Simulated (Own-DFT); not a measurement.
# Point defects and the pressure they add: zincblende GaAs

Source: density functional calculations with Own-DFT, an unreviewed in-house program that is no longer used. Nothing was measured or relaxed, and spin and spin-orbit coupling are left out.

All runs used: PBE; PseudoDojo norm-conserving scalar-relativistic files; cutoff 42 hartree; 3 x 3 x 3 k mesh centred on Gamma; Fermi-Dirac smearing of 0.1 eV.

Limits (not all hold for every row): not probed for a lower state with spin; forces not confirmed at this smearing and k mesh; stress not checked against mesh or cutoff.

All runs share one cell, with vectors in Å (11.737, 0.000, 0.000); (0.000, 11.737, 0.000); (0.000, 0.000, 10.833) and a volume of 1492.4 Å³, strained against the parent crystal. Atoms were moved at random from their sites; u is the rms move along one axis. The defect's site can differ from row to row.

```
                             cell     formula   u (Å)  P (GPa)
                        no defect    As32Ga32  0.0301     1.25
                        no defect    As32Ga32  0.0302     1.26
                        no defect    As32Ga32  0.0506     1.53
              one P on an As site   As31Ga32P  0.0306     1.00
              one P on an As site   As31Ga32P  0.0306     1.02
              one P on an As site   As31Ga32P  0.0312     1.03
              one In on a Ga site  As32Ga31In  0.0462     2.03
              one In on a Ga site  As32Ga31In  0.0490     2.09
              one In on a Ga site  As32Ga31In  0.0526     2.25
one As vacancy and one Ga vacancy    As31Ga31  0.0315     0.98
one As vacancy and one Ga vacancy    As31Ga31  0.0458     1.16
one As vacancy and one Ga vacancy    As31Ga31  0.0521     1.26
              one Al on a Ga site  AlAs32Ga31  0.0290        ?
              one Al on a Ga site  AlAs32Ga31  0.0309     1.22
              one Al on a Ga site  AlAs32Ga31  0.0505     1.55
              one Al on a Ga site  AlAs32Ga31  0.0517     1.52
```

## Fit

P = P0 + c u² + a shift for each defect gives P0 = 1.08 GPa, c = 181 ± 14 GPa/Å² and a scatter of 0.03 GPa. The shifts, and each times the cell's volume:

- one In on a Ga site: 0.60 ± 0.03 GPa, 5.6 eV
- one Al on a Ga site: -0.02 ± 0.03 GPa, -0.2 eV (not resolved)
- one P on an As site: -0.24 ± 0.03 GPa, -2.2 eV
- one As vacancy and one Ga vacancy: -0.30 ± 0.03 GPa, -2.8 eV

Against the defect-free cell, a freed cell would be larger where the shift is positive and smaller where it is negative (160.2 GPa Å³ is 1 eV). The atoms around the defects weren't relaxed, which would change these numbers.

## Prediction

The question: what pressure belongs in the blank (one Al on a Ga site, u = 0.0290 Å)?

The fit gives 1.21 ± 0.04 GPa. The calculation gave 1.21 GPa.
